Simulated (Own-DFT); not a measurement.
# Response to strain: wurtzite AlGaN with randomly placed atoms, 72 atoms (Al9Ga27N36)

These are calculations, not measurements. The program, named Own-DFT, is a retired in-house plane-wave density functional code that no person has reviewed. Each row is one single-point run on a periodic cell that was not relaxed, without spin or spin-orbit coupling.

Settings of every run: PBEsol; PseudoDojo norm-conserving scalar-relativistic files, made for PBE; cutoff 42 hartree; 4 x 4 x 3 k mesh centred on Gamma; Fermi-Dirac smearing of 0.1 eV.

Known limits: forces on such cells passed a denser k mesh, each cell not checked; stress not checked against mesh or cutoff.

Unstrained cell vectors in Å: (9.509, 0.000, 0.000); (-4.755, 8.235, 0.000); (0.000, 0.000, 10.268). The unstrained cell has measured lattice constants (interpolated for alloys), not those of this functional. That, the random moves and any unrelaxed bonds set the pressure at no strain. Each run strains this cell uniformly, with the atoms carried along. Every atom was also moved at random, by a Gaussian of width 0.05 Å on each axis. The random placing of the alloy's atoms differs from row to row. Strain is the symmetric tensor, in per cent. Stress is positive in tension, and the pressure is minus a third of its trace.

```
run  e_xx (%)  e_yy (%)  e_zz (%)  s_xx (GPa)  s_yy (GPa)  s_zz (GPa)  P (GPa)  E (meV/atom)
  1     -1.00     -1.00      0.00       -6.64       -8.58       -4.31     6.51          16.5
  2      0.75      0.75      0.00        0.96       -0.34       -0.68     0.02          26.9
  3     -0.75     -0.75      0.00       -6.56       -5.28       -3.50     5.11           0.0
  4      2.75      2.75      0.00        9.56       10.28        0.58    -6.80          31.6
  5      2.25      2.25      0.00        7.11        9.50       -1.46    -5.05          32.2
  6      1.75      1.75      0.00        4.92        6.21       -1.18    -3.32          32.3
  7     -2.25     -2.25      0.00      -16.60      -15.23       -7.04    12.96          47.1
  8     -2.75     -2.75      0.00      -20.37      -17.07       -8.24    15.23          56.9
  9     -1.75     -1.75      0.00           ?           ?           ?        ?             ?
```

E is the free energy for each atom above the lowest run shown.

## Worked fit

The change of volume is close to e_xx + e_yy + e_zz. A straight line through the runs shown gives P = 3.53 - 197 x (fractional change of volume) GPa, with an error of 8 on the slope and a scatter of 0.92 GPa. The strain isn't the same on all axes and the cell isn't cubic, so the slope belongs to this path and is not the bulk modulus.

## Withheld run

Question: what pressure should run 9 give? Its volume changes by -3.47 %.

The line gives 10.3 GPa. The calculation gave 10.00 GPa.
